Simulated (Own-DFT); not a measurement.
## Calculated data, Si3Ge (diamond lattice with Si and Ge gathered in clusters, atoms displaced)

A calculation, not a measurement: plane-wave density functional theory by an unreviewed code, no spin, of a simulated periodic cell, stress positive in tension, run twice, with PBE and with PBEsol, both on files made for PBE, so the change isn't that of files made for PBEsol; forces on such cells passed a denser k mesh, this cell's mesh not checked; the far tail of each file's local potential was reset to the Coulomb form; each entry is a single point on an unrelaxed cell, so the pressure reflects the starting lattice, mostly measured values (interpolated for alloys), from which strain is counted, and rises with the displacements; printed positions are rounded, which can move forces by about a meV/angstrom; the program, named Own-DFT, is a retired in-house code; no spin-orbit coupling; stress was not checked against mesh or cutoff. Program: Own-DFT development build.

```xyz
64
Lattice="10.9755 0.0000 0.0000 0.0000 10.9755 0.0000 0.0000 0.0000 10.9755" Properties=species:S:1:pos:R:3:PBE_force_x:R:1:PBE_force_y:R:1:PBE_force_z:R:1:PBEsol_force_x:R:1:PBEsol_force_y:R:1:PBEsol_force_z:R:1 formula=Si3Ge functional=PBE,then_PBEsol potential_files=PseudoDojo_norm-conserving,scalar-relativistic,standard_set wave_cutoff=42 occupations=Fermi-Dirac smearing_width=0.1 k_mesh=3_x_3_x_3_centred_on_Gamma PBE_pressure=3.11 PBE_stress_xx=-2.88 PBE_stress_yy=-3.26 PBE_stress_zz=-3.18 PBE_stress_yz=-0.05 PBE_stress_xz=0.32 PBE_stress_xy=-0.45 PBEsol_pressure=1.3 PBEsol_stress_xx=-1.08 PBEsol_stress_yy=-1.45 PBEsol_stress_zz=-1.37 PBEsol_stress_yz=-0.01 PBEsol_stress_xz=0.35 PBEsol_stress_xy=-0.43 rms_change_of_force_components_from_PBE_to_PBEsol=0.051
Si     0.0032    10.9031     0.0185      0.195      0.637     -0.079      0.181      0.624     -0.076
Si    10.9531     2.6966     2.7787      0.144       0.49     -0.059      0.053       0.48     -0.049
Si     2.7684    10.9485     2.8587     -0.347     -0.029     -2.132     -0.275      0.031     -2.051
Si     2.6539     2.7160     0.1152      1.207     -0.402     -0.719       1.25     -0.363     -0.651
Si     1.3555     1.3417     1.4129      -0.31     -0.719      0.595     -0.312     -0.727      0.597
Si     1.3713     4.0864     4.1739     -0.627      0.575      -0.54     -0.632      0.579     -0.524
Ge     4.0885     1.3266     4.1300      1.016      0.153      0.339      1.039      0.193      0.303
Ge     4.1461     4.0990     1.3714     -0.309     -0.333       0.42     -0.264     -0.354      0.449
Si     0.0193     0.0023     5.3652      0.404        0.2      1.495      0.341      0.261      1.418
Si    10.8579     2.7364     8.2178      3.132      0.266      0.472      3.045       0.35      0.397
Si     2.7073    10.9389     8.2464      0.643      0.973     -0.868      0.638       0.96     -0.869
Si     2.8002     2.7483     5.4177     -1.245      -0.15      1.284     -1.119     -0.162      1.265
Si     1.2888     1.3897     6.8452      0.818     -0.091      -0.28      0.804     -0.084     -0.277
Si     1.4661     4.0906     9.7170     -0.675      0.236     -1.811     -0.655      0.233      -1.81
Si     4.0785     1.4732     9.5244      0.123     -0.633      0.726      0.123     -0.609      0.716
Ge     4.1395     4.1446     6.8086     -1.195     -1.664      1.087     -1.109     -1.562       0.99
Si     0.0422     5.4568    10.9238      0.083      0.705      0.493       0.03      0.654      0.537
Si     0.0030     8.1995     2.7280       0.58      0.122      -0.23      0.529      0.058     -0.176
Si     2.7682     5.4454     2.7589     -1.016      0.277     -0.223     -0.912      0.268     -0.218
Si     2.6695     8.1401     0.0106      1.248      2.683     -0.872      1.234      2.665     -0.871
Si     1.4439     6.9213     1.3105     -1.589     -2.156      1.669      -1.58     -2.147      1.672
Si     1.3262     9.6659     4.0437     -0.246     -1.066      0.062     -0.256     -1.055      0.043
Ge     4.0214     6.8890     4.1384       0.09      0.382     -0.716       0.13      0.321     -0.658
Si     4.1174     9.6401     1.3576     -0.378     -0.942      0.302     -0.385     -0.927      0.295
Si    10.9483     5.5494     5.6040      1.159     -0.512     -0.879      1.037     -0.512     -0.871
Si    10.9080     8.2595     8.1726      1.862     -0.828      0.725      1.848     -0.831      0.719
Si     2.8929     5.5030     8.2161     -0.643     -0.255      1.598     -0.566     -0.317      1.541
Si     2.6196     8.2943     5.4186       0.61      0.062      1.016       0.64      0.026       0.96
Si     1.5442     6.7525     6.8673     -1.692       1.54      0.009     -1.652      1.517      0.012
Si     1.4151     9.6641     9.6089     -0.898     -1.476      0.171     -0.886     -1.465      0.169
Si     4.1170     7.0053     9.6343      0.216     -1.909      0.372      0.216     -1.883      0.383
Si     4.1395     9.5621     6.8655     -0.781      0.191     -0.287     -0.773      0.185     -0.287
Si     5.5016    10.9241    10.9569     -0.927      0.331     -1.169      -0.87      0.383     -1.113
Ge     5.5918     2.7092     2.7939     -0.789     -0.245     -0.636     -0.767     -0.237     -0.618
Si     8.3719     0.1000     2.7172     -1.902     -1.613     -0.256     -1.877     -1.484     -0.229
Si     8.3620     2.7185     0.0655     -2.069     -1.261     -2.361     -2.034     -1.228     -2.232
Ge     6.8353     1.2991     1.3010       1.25      0.352      0.347      1.193      0.391       0.39
Ge     6.8514     4.1181     4.1855      0.692      0.702      0.062      0.669      0.668       0.05
Ge     9.5235     1.3415     4.2141      2.345     -0.557     -2.075      2.229     -0.468     -1.963
Ge     9.5142     4.1111     1.3064      2.139       1.04      1.708      2.056      1.063      1.716
Si     5.4993    10.9231     5.4757     -0.178     -0.401      0.066     -0.174     -0.298      0.061
Si     5.5131     2.8240     8.1625      0.147     -0.683      0.616      0.145     -0.665      0.502
Si     8.2758     0.0541     8.2728     -0.119     -0.353     -0.552     -0.163     -0.309     -0.588
Ge     8.3585     2.6956     5.4675      -2.11       1.91      1.311     -2.053      1.837      1.273
Ge     6.8559     1.3779     6.7656      0.012     -0.288      1.171       0.06     -0.233      1.096
Si     6.8441     4.1020     9.6194      0.768     -0.281      0.207      0.762     -0.283      0.217
Si     9.7233     1.3913     9.5320     -1.254     -0.937      1.909     -1.233     -0.935      1.902
Ge     9.6555     4.0798     6.8882     -0.296      0.669     -0.569     -0.334      0.609     -0.609
Si     5.4861     5.4508     0.0290     -0.055      0.537     -1.242     -0.063      0.528      -1.13
Si     5.4669     8.1438     2.6928      0.602      0.996      0.091      0.595       0.89      0.098
Ge     8.3119     5.5975     2.8192     -1.873     -2.845     -1.494      -1.82     -2.753      -1.46
Si     8.2393     8.1655    10.9453      0.365       1.15     -0.363      0.309      1.087     -0.306
Ge     6.9606     6.7670     1.3082      -1.27      0.797       0.37     -1.192      0.732      0.419
Si     6.9047     9.6155     4.1205     -0.653      0.425      -1.69     -0.653      0.438       -1.7
Ge     9.5644     6.8275     4.0991      2.258      2.081      2.121      2.137       1.97      2.007
Si     9.6183     9.5785     1.4329     -0.251     -0.251     -0.809      -0.26     -0.255     -0.796
Ge     5.3433     5.4909     5.5271      2.344      1.597     -0.814      2.227      1.501     -0.811
Si     5.4408     8.1972     8.2517      1.118      0.593     -0.642       1.11      0.579     -0.642
Si     8.3583     5.3736     8.2816     -1.925      1.237      0.009      -1.85      1.156     -0.051
Si     8.2494     8.3462     5.3868      0.355     -0.581      2.043      0.409     -0.628      1.987
Si     6.8697     6.8649     6.8597      0.669     -0.118      0.152      0.634     -0.161      0.106
Si     6.8548     9.6063     9.5505       0.36     -0.374      0.276      0.358      -0.37      0.265
Si     9.6314     6.8287     9.5878      0.309       0.25     -0.098      0.309       0.25     -0.091
Si     9.7530     9.7061     6.8761      -1.64     -0.208     -0.831     -1.623      -0.18     -0.826
```

Units: wave_cutoff in hartree; smearing_width in eV; PBE_pressure, PBE_stress_xx, PBE_stress_yy, PBE_stress_zz, PBE_stress_yz, PBE_stress_xz, PBE_stress_xy, PBEsol_pressure, PBEsol_stress_xx, PBEsol_stress_yy, PBEsol_stress_zz, PBEsol_stress_yz, PBEsol_stress_xz, PBEsol_stress_xy in GPa; rms_change_of_force_components_from_PBE_to_PBEsol, PBE_force_x, PBE_force_y, PBE_force_z, PBEsol_force_x, PBEsol_force_y, PBEsol_force_z in eV/Å.
